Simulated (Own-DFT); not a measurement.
# Point defects and the pressure they add: 4H SiC

The numbers are computed, not measured, by runs of the plane-wave DFT program Own-DFT (in-house, retired, unreviewed) at fixed positions, with no spin and no spin-orbit coupling.

Common settings: PBE; PseudoDojo norm-conserving scalar-relativistic files; cutoff 42 hartree; 4 x 4 x 3 k mesh centred on Gamma; Fermi-Dirac smearing of 0.1 eV.

Caveats (not all hold for every row): some atoms lie very close together; not probed for a lower state with spin; forces on such cells passed a denser k mesh, each cell not checked; stress not checked against mesh or cutoff.

All runs share one cell, with vectors in Å (9.248, 0.000, 0.000); (-4.624, 8.009, 0.000); (0.000, 0.000, 10.068) and a volume of 745.7 Å³. u is the rms random offset of the atoms per axis. The defect's site can differ from row to row.

```
cell,formula,u (Å),P (GPa)
no defect,C36Si36,0.0265,3.62
no defect,C36Si36,0.0542,5.90
no defect,C36Si36,0.0587,5.67
one Si on a C site,C35Si37,0.0471,11.10
one Si on a C site,C35Si37,0.0505,11.43
one Si on a C site,C35Si37,0.0524,12.04
one C on a Si site,C37Si35,0.0488,3.20
one C on a Si site,C37Si35,0.0517,3.37
one C on a Si site,C37Si35,0.0517,3.09
two N on a C site each,C34N2Si36,0.0307,2.64
two N on a C site each,C34N2Si36,0.0310,2.81
two N on a C site each,C34N2Si36,0.0479,?
two N on a C site each,C34N2Si36,0.0516,4.41
one C on a Si site and one Si on a C site,C36Si36,0.0293,7.41
one C on a Si site and one Si on a C site,C36Si36,0.0317,7.57
one C on a Si site and one Si on a C site,C36Si36,0.0490,8.98
```

## What the rows give

P = P0 + c u² + a shift for each defect gives P0 = 2.91 GPa, c = 912 ± 84 GPa/Å² and a scatter of 0.24 GPa. The shifts, and each times the cell's volume:

- one Si on a C site: 6.34 ± 0.19 GPa, 29.5 eV
- one C on a Si site and one Si on a C site: 3.79 ± 0.21 GPa, 17.6 eV
- two N on a C site each: -1.00 ± 0.20 GPa, -4.7 eV (-2.3 eV for each of its 2 sites)
- one C on a Si site: -2.04 ± 0.19 GPa, -9.5 eV

Positive is outwards. The product with the volume (160.2 GPa Å³ to the eV) is nearly free of the cell's size; divided by the bulk modulus at the cell's pressure it gives the volume that the defect adds. The atoms around the defects weren't relaxed, which would change these numbers.

## Test on the hidden row

Q: what pressure belongs in the blank (two N on a C site each, u = 0.0479 Å)?

From the fit: 3.99 ± 0.28 GPa. The calculation gave 4.07 GPa.
